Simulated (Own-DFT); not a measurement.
# A layer strained by its substrate: diamond-structure SiGeSn with randomly placed atoms, 64 atoms (Ge44Si16Sn4)

Source: density functional calculations with Own-DFT, an unreviewed in-house program that is no longer used. Nothing was measured or relaxed, and spin and spin-orbit coupling are left out.

All runs used: PBE; PseudoDojo norm-conserving scalar-relativistic files; cutoff 49 hartree; 3 x 3 x 3 k mesh centred on Gamma; Fermi-Dirac smearing of 0.1 eV.

Known weak points: forces on such cells moved up to 12 meV/angstrom on a denser k mesh; stress not checked against mesh or cutoff.

Unstrained cell vectors in Å: (11.306, 0.000, 0.000); (0.000, 11.306, 0.000); (0.000, 0.000, 11.306). The unstrained cell has measured lattice constants (interpolated for alloys), not those of this functional. That, the random moves and any unrelaxed bonds set the pressure at no strain. Each run strains x and y alike by e, as a substrate would, and holds the height along z. All atoms carry random offsets, Gaussian with a width of 0.05 Å per axis. The random placing of the alloy's atoms differs from row to row. Stress is positive in tension.

| e (%) | u (Å) | (s_xx + s_yy)/2 (GPa) | s_zz (GPa) |
|---|---|---|---|
| -3.00 | 0.053 | -10.80 | -8.77 |
| -2.75 | 0.052 | -10.32 | -7.96 |
| -2.25 | 0.048 | -8.92 | -7.37 |
| -1.00 | 0.052 | -6.09 | -5.59 |
| -0.50 | 0.043 | ? | ? |
| 0.75 | 0.052 | -3.22 | -3.70 |
| 1.75 | 0.048 | -1.42 | -2.45 |
| 2.00 | 0.053 | -1.11 | -2.43 |
| 2.25 | 0.050 | -0.45 | -1.93 |
| 2.75 | 0.050 | 0.20 | -1.63 |

## Worked fit

With e as a fraction, the in-plane stress is -4.4 + 187 e - 880 e² GPa (errors 3 and 219, scatter 0.17), and s_zz is -4.4 + 119 e - 642 e² GPa (slope ± 3, scatter 0.16). At e = 0 the first slope is C11 + C12 and the second 2 C12, both with the ions held to the strained lattice and at the cell's own pressure. The term in e² is negative: the layer stiffens under compression and softens under tension. A free layer would change its height as e changes, and the in-plane slope would drop by 2 C12²/C11 to the biaxial modulus. At fixed height, a misfit of 1 % moves the in-plane stress by about 1.9 GPa and s_zz by 1.2 GPa.

## The run left out

Question: what are the two stresses at e = -0.50 %?

The fit gives -5.3 and -5.0 GPa. The hidden result is -5.02 and -4.74 GPa.
